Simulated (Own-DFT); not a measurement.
SiGe (diamond-structure random alloy, atoms displaced) (calculated)

Computed with Own-DFT development build. A calculation, not a measurement: plane-wave density functional theory by an unreviewed code, no spin, of a simulated periodic cell, stress positive in tension, run twice, with PBE and with PBEsol, both on files made for PBE, so the change isn't that of files made for PBEsol, forces on such cells passed a denser k mesh, this cell's mesh not checked; the far tail of each file's local potential was reset to the Coulomb form; each entry is a single point on an unrelaxed cell, so the pressure reflects the starting lattice, mostly measured values (interpolated for alloys), from which strain is counted, and rises with the displacements; printed positions are rounded, which can move forces by about a meV/angstrom; the program, named Own-DFT, is a retired in-house code; no spin-orbit coupling; stress was not checked against mesh or cutoff.

Common to all runs: functional PBE, then PBEsol; potential files PseudoDojo norm-conserving, scalar-relativistic, standard set; wave cutoff 42 hartree; occupations Fermi-Dirac; smearing width 0.1 eV; k mesh 3 x 3 x 3 centred on Gamma.

(1) SiGe (diamond-structure random alloy, atoms displaced)

```
SiGe
1.0
     11.0890     0.0000     0.0000
      0.0000    11.0890     0.0000
      0.0000     0.0000    11.0890
Si Ge Si Ge Si Ge Si Ge Si Ge Si Ge Si Ge Si Ge Si Ge Si Ge Si Ge Si Ge Si Ge Si Ge Si Ge Si Ge Si
2 2 3 1 1 6 3 1 5 2 2 1 1 1 2 1 1 6 2 1 1 2 1 1 1 1 1 3 1 1 3 2 2
Direct
  0.99923 0.99847 0.99780
  0.99990 0.25024 0.24235
  0.24837 0.99467 0.25314
  0.25101 0.24871 0.99752
  0.12756 0.12709 0.12594
  0.13255 0.37126 0.37099
  0.37890 0.12437 0.37514
  0.37777 0.37503 0.12657
  0.00009 0.99741 0.49479
  0.00013 0.25055 0.75024
  0.25052 0.99974 0.74906
  0.25071 0.24978 0.50197
  0.12117 0.11873 0.62294
  0.12560 0.37445 0.87559
  0.37314 0.12333 0.88050
  0.37464 0.37150 0.62228
  0.00032 0.50388 0.99800
  0.00128 0.74892 0.24831
  0.25038 0.50038 0.25198
  0.25446 0.75496 0.00308
  0.12187 0.62678 0.12574
  0.12523 0.87327 0.37499
  0.37767 0.62219 0.37385
  0.37444 0.87591 0.12761
  0.00018 0.50323 0.50169
  0.99632 0.74942 0.74862
  0.25375 0.49971 0.75165
  0.25028 0.74982 0.50403
  0.12639 0.62573 0.62870
  0.12638 0.87332 0.86983
  0.37950 0.62356 0.87280
  0.37114 0.87184 0.62759
  0.50059 0.99176 0.99676
  0.49493 0.25415 0.24954
  0.75135 0.99964 0.24756
  0.74817 0.24971 0.99651
  0.62236 0.12293 0.12134
  0.62465 0.37437 0.37116
  0.87367 0.12513 0.37694
  0.87123 0.37310 0.12367
  0.49936 0.00126 0.49799
  0.49878 0.24947 0.75121
  0.75042 0.00401 0.74788
  0.75029 0.25322 0.49686
  0.61895 0.12769 0.62388
  0.62133 0.37776 0.87588
  0.87431 0.12082 0.87806
  0.87696 0.37519 0.62540
  0.50217 0.49761 0.99667
  0.50024 0.75168 0.24757
  0.75057 0.49908 0.25093
  0.74606 0.75239 0.99840
  0.61967 0.62470 0.12269
  0.62500 0.87732 0.37314
  0.87898 0.62033 0.37558
  0.87691 0.87488 0.12690
  0.50211 0.50231 0.49864
  0.49898 0.75165 0.74947
  0.74894 0.49851 0.74799
  0.74726 0.75456 0.50223
  0.63071 0.61605 0.62572
  0.62922 0.87857 0.87534
  0.87011 0.62547 0.87134
  0.87216 0.87161 0.62025
```

- PBE pressure: 2.83 GPa
- PBE stress xx: -2.82 GPa
- PBE stress yy: -2.82 GPa
- PBE stress zz: -2.83 GPa
- PBE stress yz: -0.01 GPa
- PBE stress xz: -0.54 GPa
- PBE stress xy: 0.35 GPa
- PBEsol pressure: 0.53 GPa
- PBEsol stress xx: -0.53 GPa
- PBEsol stress yy: -0.53 GPa
- PBEsol stress zz: -0.54 GPa
- PBEsol stress yz: -0.02 GPa
- PBEsol stress xz: -0.52 GPa
- PBEsol stress xy: 0.33 GPa
- rms change of force components from PBE to PBEsol: 0.052 eV/Å

Force:
```csv
force element,PBE force x (eV/Å),PBE force y (eV/Å),PBE force z (eV/Å),PBEsol force x (eV/Å),PBEsol force y (eV/Å),PBEsol force z (eV/Å)
Si,0.887,-0.375,0.64,0.835,-0.317,0.584
Si,0.517,-0.086,0.924,0.412,-0.068,0.913
Ge,0.282,0.942,-0.159,0.281,0.925,-0.156
Ge,-0.378,0.219,1.051,-0.326,0.242,0.977
Si,-0.636,-0.665,-0.327,-0.535,-0.661,-0.331
Si,-1.397,-0.028,0.214,-1.325,0.006,0.245
Si,-0.814,0.143,-0.101,-0.798,0.137,-0.097
Ge,-0.815,0.472,-0.786,-0.778,0.452,-0.761
Si,-0.349,-0.608,0.278,-0.349,-0.504,0.278
Ge,-0.356,-0.259,-0.176,-0.302,-0.289,-0.133
Ge,-0.062,-0.34,0.121,-0.068,-0.251,0.117
Ge,0.071,-0.496,-0.546,0.037,-0.519,-0.501
Ge,-0.026,0.327,-0.187,0.021,0.357,-0.133
Ge,0.034,0.826,-0.13,0.037,0.72,-0.126
Ge,1.047,-0.371,-0.754,0.94,-0.348,-0.732
Si,0.321,0.632,0.86,0.312,0.617,0.759
Si,-0.429,0.096,0.103,-0.424,0.006,0.096
Si,-0.021,0.258,0.189,-0.065,0.213,0.237
Ge,-0.208,0.439,-0.331,-0.157,0.386,-0.358
Si,-0.733,-0.582,-0.307,-0.683,-0.613,-0.344
Si,0.506,0.2,-0.515,0.549,0.147,-0.47
Si,-0.306,-0.696,0.403,-0.25,-0.645,0.351
Si,-0.232,1.252,0.169,-0.222,1.142,0.166
Si,0.483,-0.211,-0.373,0.435,-0.151,-0.312
Ge,0.884,-1.422,-0.049,0.856,-1.305,-0.054
Ge,-0.161,0.33,0.277,-0.112,0.282,0.223
Si,0.007,-0.475,-0.509,-0.032,-0.426,-0.46
Si,0.235,-0.074,-0.822,0.182,-0.124,-0.772
Ge,0.509,-0.205,-0.047,0.408,-0.195,-0.043
Si,-0.208,0.028,1.046,-0.204,0.024,0.933
Ge,-0.69,0.722,0.195,-0.628,0.659,0.233
Si,0.62,0.027,-0.424,0.604,0.12,-0.407
Si,-0.547,0.547,0.804,-0.495,0.578,0.74
Ge,0.632,-1.325,0.293,0.647,-1.23,0.243
Si,0.13,0.035,-0.118,0.08,0.086,-0.067
Ge,-0.165,-0.129,0.118,-0.162,-0.119,0.124
Ge,-0.168,-0.329,0.282,-0.156,-0.247,0.265
Ge,-0.151,0.184,0.279,-0.14,0.185,0.269
Ge,0.583,-0.193,-0.948,0.522,-0.143,-0.886
Ge,0.872,0.46,-0.387,0.767,0.447,-0.379
Ge,-0.407,-0.259,0.73,-0.357,-0.29,0.669
Si,-0.315,0.013,-0.334,-0.318,0.021,-0.234
Si,-0.102,-0.188,-0.835,-0.094,-0.18,-0.739
Ge,-0.233,-0.184,1.101,-0.227,-0.181,0.987
Si,0.76,0.011,0.447,0.748,0.002,0.348
Ge,0.747,-0.699,-1.252,0.719,-0.675,-1.13
Ge,0.123,0.095,-0.533,0.11,0.173,-0.516
Si,-0.415,0.25,0.089,-0.364,0.205,0.042
Ge,-0.694,0.368,0.655,-0.666,0.352,0.639
Si,-0.632,-0.202,0.388,-0.536,-0.202,0.385
Ge,-0.193,0.392,-0.411,-0.19,0.362,-0.397
Si,0.983,-0.383,0.45,0.88,-0.369,0.441
Ge,0.759,0.535,0.204,0.735,0.441,0.188
Ge,0.297,-0.404,-0.281,0.251,-0.354,-0.235
Ge,-0.715,1.584,-0.083,-0.696,1.461,-0.07
Si,-0.18,-0.156,-0.425,-0.183,-0.158,-0.42
Ge,-0.639,-0.708,0.041,-0.54,-0.697,0.041
Si,0.588,-0.116,-0.349,0.622,-0.158,-0.294
Si,0.96,-0.594,0.557,0.85,-0.585,0.541
Si,0.272,-0.907,-0.476,0.206,-0.942,-0.519
Ge,-0.525,1.804,0.03,-0.559,1.719,-0.02
Ge,-0.289,-0.383,-0.84,-0.283,-0.374,-0.816
Si,-0.066,-0.167,0.618,-0.024,-0.121,0.564
Si,0.152,1.025,0.259,0.206,0.973,0.311
```

(2) SiGe (diamond-structure random alloy, atoms displaced)

```
SiGe
1.0
     11.0890     0.0000     0.0000
      0.0000    11.0890     0.0000
      0.0000     0.0000    11.0890
Si Ge Si Ge Si Ge Si Ge Si Ge Si Ge Si Ge Si Ge Si Ge Si Ge Si Ge Si Ge Si Ge Si Ge Si Ge Si Ge
5 7 1 1 1 2 1 2 3 1 1 3 1 5 1 1 2 1 4 1 1 1 2 1 4 1 1 3 1 1 3 1
Direct
  0.00067 0.99872 0.99721
  0.99611 0.24867 0.25095
  0.25340 0.00218 0.25060
  0.24852 0.25081 0.99887
  0.12618 0.12824 0.11814
  0.12631 0.37838 0.37630
  0.37321 0.12615 0.37372
  0.37564 0.37837 0.12533
  0.00133 0.99588 0.50028
  0.00064 0.25207 0.74942
  0.24562 0.99750 0.75298
  0.24825 0.24936 0.49946
  0.12444 0.12518 0.62543
  0.12840 0.37547 0.87664
  0.37282 0.12629 0.87179
  0.37902 0.37234 0.62768
  0.99961 0.49809 0.99805
  0.00110 0.74952 0.25089
  0.25394 0.49805 0.24703
  0.24541 0.74418 0.99897
  0.12651 0.61895 0.12601
  0.12538 0.87020 0.37456
  0.37301 0.62450 0.37470
  0.37573 0.87487 0.12695
  0.00335 0.50412 0.50171
  0.99996 0.75178 0.75416
  0.24869 0.49926 0.75206
  0.24683 0.74900 0.50388
  0.12685 0.62730 0.62677
  0.12299 0.88047 0.87479
  0.37309 0.62044 0.87798
  0.37285 0.87619 0.62753
  0.50099 0.00390 0.99876
  0.50038 0.25138 0.24849
  0.74783 0.00162 0.24502
  0.75076 0.25183 0.00583
  0.62539 0.12102 0.13049
  0.62612 0.37388 0.37411
  0.87691 0.12402 0.37810
  0.87127 0.37534 0.12732
  0.50234 0.00119 0.50151
  0.49861 0.25305 0.75413
  0.74839 0.99799 0.74922
  0.74901 0.24759 0.50390
  0.62575 0.12606 0.62133
  0.62706 0.37865 0.87402
  0.87789 0.12866 0.87380
  0.87578 0.37529 0.62425
  0.49966 0.50222 0.99522
  0.50016 0.74935 0.25015
  0.75312 0.49528 0.24574
  0.74848 0.75431 0.99818
  0.62172 0.62893 0.13142
  0.63171 0.87675 0.37716
  0.87195 0.62579 0.37193
  0.87302 0.87308 0.12262
  0.50045 0.50152 0.49770
  0.49952 0.75324 0.74954
  0.74802 0.50199 0.75045
  0.74371 0.75032 0.49562
  0.63019 0.62499 0.62890
  0.62168 0.87483 0.87003
  0.87536 0.62694 0.87302
  0.87468 0.87231 0.62651
```

- PBE pressure: 2.84 GPa
- PBE stress xx: -2.84 GPa
- PBE stress yy: -2.84 GPa
- PBE stress zz: -2.83 GPa
- PBE stress yz: 0.35 GPa
- PBE stress xz: 0.07 GPa
- PBE stress xy: 0.25 GPa
- PBEsol pressure: 0.55 GPa
- PBEsol stress xx: -0.55 GPa
- PBEsol stress yy: -0.56 GPa
- PBEsol stress zz: -0.54 GPa
- PBEsol stress yz: 0.33 GPa
- PBEsol stress xz: 0.07 GPa
- PBEsol stress xy: 0.23 GPa
- rms change of force components from PBE to PBEsol: 0.052 eV/Å

Force:
```csv
force element,PBE force x (eV/Å),PBE force y (eV/Å),PBE force z (eV/Å),PBEsol force x (eV/Å),PBEsol force y (eV/Å),PBEsol force z (eV/Å)
Si,-0.445,1.021,0.452,-0.437,0.915,0.441
Si,0.587,0.336,-0.561,0.577,0.318,-0.467
Si,-1.177,-0.304,-0.296,-1.078,-0.289,-0.289
Si,0.685,-0.324,0.071,0.677,-0.223,0.058
Si,-0.369,-0.499,0.862,-0.366,-0.496,0.857
Ge,-0.787,-0.275,-0.328,-0.684,-0.276,-0.322
Ge,0.516,-0.492,0.324,0.505,-0.402,0.316
Ge,0.158,-0.897,-1.044,0.182,-0.83,-0.973
Ge,0.551,0.041,0.112,0.458,0.043,0.113
Ge,-0.07,-0.183,-0.255,-0.026,-0.141,-0.211
Ge,0.551,1.258,-0.621,0.528,1.137,-0.601
Ge,0.007,-0.112,0.601,0.047,-0.071,0.54
Si,-0.077,-0.164,-0.093,-0.077,-0.161,-0.087
Ge,-0.304,-0.438,0.04,-0.329,-0.375,-0.004
Si,0.029,0.428,0.444,0.02,0.33,0.437
Ge,-0.324,0.192,-0.246,-0.357,0.23,-0.275
Ge,-0.553,0.338,0.569,-0.489,0.29,0.508
Si,0.046,-0.52,-0.159,0.002,-0.474,-0.203
Ge,-0.448,0.79,0.683,-0.423,0.689,0.658
Ge,-0.004,0.593,0.528,0.04,0.6,0.467
Si,-0.759,0.625,0.2,-0.7,0.565,0.154
Si,0.174,0.635,-0.555,0.184,0.631,-0.456
Si,0.328,0.51,-0.143,0.278,0.457,-0.098
Ge,-0.167,-0.159,-0.14,-0.155,-0.148,-0.201
Si,-0.763,0.217,0.035,-0.706,0.175,-0.009
Ge,0.168,-0.614,-0.486,0.172,-0.519,-0.48
Ge,0.119,0.222,-0.861,0.149,0.182,-0.786
Ge,0.354,-0.142,-0.737,0.381,-0.102,-0.675
Si,-0.676,-0.486,0.284,-0.612,-0.427,0.327
Ge,-0.15,-0.874,0.804,-0.105,-0.89,0.722
Ge,0.045,0.951,-0.8,0.039,0.91,-0.771
Ge,0.411,0.4,-0.667,0.36,0.345,-0.604
Ge,0.028,-0.135,-0.245,-0.009,-0.169,-0.205
Ge,0.451,-0.151,0.205,0.362,-0.143,0.202
Si,0.707,-0.128,0.673,0.755,-0.185,0.719
Ge,-0.072,-0.723,-0.314,-0.106,-0.669,-0.341
Si,-0.15,0.587,-0.658,-0.215,0.634,-0.698
Si,0.382,0.286,-0.124,0.331,0.235,-0.08
Ge,-0.409,-0.237,-0.785,-0.403,-0.235,-0.685
Si,1.003,-0.194,0.032,0.996,-0.207,-0.068
Si,-0.217,0.146,-0.106,-0.257,0.099,-0.148
Si,0.594,-0.994,-0.348,0.593,-0.89,-0.349
Si,-0.003,0.732,0.198,0.042,0.682,0.149
Ge,0.112,0.786,-0.419,0.148,0.724,-0.45
Si,-0.679,-0.43,1.343,-0.616,-0.368,1.278
Ge,-0.02,-0.535,-0.078,-0.038,-0.513,0.003
Si,-0.553,-0.846,0.217,-0.538,-0.749,0.206
Si,-0.059,0.8,0.063,-0.056,0.697,0.061
Ge,0.756,0.124,1.309,0.688,0.091,1.234
Si,-0.158,0.096,0.792,-0.169,0.183,0.782
Si,-0.781,0.811,0.703,-0.784,0.805,0.692
Si,-0.575,-0.863,-0.289,-0.526,-0.81,-0.239
Si,0.805,-0.405,-0.808,0.764,-0.442,-0.839
Ge,-1.567,0.714,-1.107,-1.479,0.645,-1.028
Si,0.528,-0.436,0.038,0.472,-0.386,0.08
Ge,0.461,0.347,0.167,0.451,0.341,0.161
Ge,0.471,0.162,0.193,0.422,0.121,0.226
Ge,0.16,-0.987,0.064,0.078,-0.959,0.052
Si,1.102,0.023,-0.349,1.046,-0.033,-0.29
Ge,1.251,-1.078,0.961,1.209,-0.965,0.925
Si,-0.752,0.022,-0.4,-0.792,0.079,-0.441
Si,0.783,0.456,0.682,0.676,0.44,0.668
Si,-0.737,-0.202,0.507,-0.634,-0.19,0.498
Ge,-0.52,0.178,-0.133,-0.462,0.144,-0.162
```
